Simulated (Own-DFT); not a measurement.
# Response to strain: wurtzite GaN, 72 atoms (Ga36N36)

All numbers below are calculated, not measured. The program, named Own-DFT, is a retired in-house plane-wave density functional code that no person has reviewed. Each row is one single-point run on a periodic cell that was not relaxed, without spin or spin-orbit coupling.

Settings of every run: PBE; PseudoDojo norm-conserving scalar-relativistic files; cutoff 42 hartree; 4 x 4 x 3 k mesh centred on Gamma; Fermi-Dirac smearing of 0.1 eV.

Known limits: forces not confirmed at this smearing and k mesh; stress not checked against mesh or cutoff.

Unstrained cell vectors in Å: (9.567, 0.000, 0.000); (-4.784, 8.285, 0.000); (0.000, 0.000, 10.370). The unstrained cell has measured lattice constants (interpolated for alloys), not those of this functional. That, the random moves and any unrelaxed bonds set the pressure at no strain. Each run strains this cell uniformly, with the atoms carried along. Every atom was also moved at random, by a Gaussian of width 0.05 Å on each axis. Strain is the symmetric tensor, in per cent. Stress is positive in tension, and the pressure is minus a third of its trace.

```
run  e_xx (%)  e_yy (%)  e_zz (%)  e_yz (%)  e_xz (%)  e_xy (%)  s_xx (GPa)  s_yy (GPa)  s_zz (GPa)  s_yz (GPa)  s_xz (GPa)  s_xy (GPa)  P (GPa)  E (meV/atom)
  1      0.11     -1.93     -1.86     -1.55     -0.50      0.22      -11.30      -15.71      -20.59       -4.05       -0.24        1.05    15.87          52.6
  2      0.59      1.97     -1.25      1.71      0.51      0.87       -3.29        0.04      -12.19        3.47        0.46        2.78     5.15          16.9
  3     -1.01     -0.37     -0.50      1.04     -1.83      1.40      -11.10      -13.17      -11.00        0.97       -4.01        4.11    11.76          37.1
  4      0.42      1.10      1.07      0.47      0.58     -1.19       -3.99       -2.92       -2.02        0.49        1.09       -3.34     2.98          12.4
  5      1.33     -0.12     -0.35      1.49      0.71     -1.58       -3.34       -6.77       -7.53        3.46        2.24       -4.27     5.88          15.9
  6     -0.06      1.15      0.59     -0.97     -0.31     -1.09       -5.92       -2.57       -3.83       -2.55       -1.03       -3.98     4.11           0.0
  7     -1.65      0.99      1.75     -1.20     -1.84      0.22      -11.80       -5.16       -1.72       -2.96       -4.50       -1.12     6.22          33.9
  8     -0.73      1.57      1.16     -1.45      1.81     -1.83       -7.99       -1.50       -2.49       -2.90        3.88       -5.78     3.99          20.8
  9      0.99      0.68     -1.45     -1.44     -1.96     -0.22       -3.21       -4.32      -14.99       -2.99       -3.98        0.11     7.51          27.6
 10     -1.96     -0.16      1.21      1.53      0.41      1.46      -15.72      -10.56       -4.49        3.25        1.28        5.61    10.26          42.2
 11      1.51      1.72      1.15     -1.40      0.60      1.89       -0.91        1.73       -0.62       -2.84        1.57        5.88    -0.07           9.2
 12      0.84      0.11     -1.53      0.77      0.82      0.61       -2.60       -6.50      -16.41        1.92        1.73        2.48     8.50           5.6
 13      1.22      1.62     -0.48      1.25      1.89     -0.92        0.90       -2.56       -7.05        2.03        2.82       -2.84     2.91           7.7
 14      1.82      1.66      0.23      1.19      1.99     -0.50       -0.11        1.32       -3.52        2.58        4.57       -2.14     0.77           8.5
 15      0.92      1.63      1.90      1.03      1.75     -0.06       -1.86        2.27        0.36        2.40        3.73       -0.88    -0.25          12.6
 16      1.23      1.94     -0.01      1.36     -0.01     -1.25           ?           ?           ?           ?           ?           ?        ?             ?
```

E is the free energy for each atom above the lowest run shown.

## Worked fit

Each stress component was fitted by least squares to a constant and the strains of the runs shown, as fractions, with shears doubled. Shear strains stay in the fit of a normal stress only where such slopes are resolved. The slopes, in GPa:

```
stress,at no strain,per e_xx,per e_yy,per e_zz,scatter
s_xx,-7.8,336 ± 31,176 ± 36,-27 ± 31,1.07
s_yy,-7.9,159 ± 32,372 ± 37,84 ± 32,1.11
s_zz,-8.8,81 ± 38,110 ± 44,462 ± 38,1.31
```

Each shear stress against twice its own strain: yz 104 ± 6, xz 110 ± 6, xy 158 ± 10 GPa. These are stiffnesses along x, y and z of the frame in which the cell vectors are given, which need not be the crystal's axes. The atoms are held to the strained lattice; where symmetry lets them move under strain, relaxing them would lower some slopes. The table should be nearly symmetric about its diagonal, and what it lacks of that shows the noise. A ninth of its sum, 195 ± 5 GPa, estimates the bulk modulus near the mean pressure of these runs, 5.7 GPa, so it lies above the value at zero pressure.

## Withheld run

Question: what normal stresses and pressure should run 16 give?

The fit gives s_xx = -0.2, s_yy = 1.3, s_zz = -5.7 and P = 1.5 GPa. The calculation gave -0.46, 1.43, -6.28 and P = 1.77 GPa.
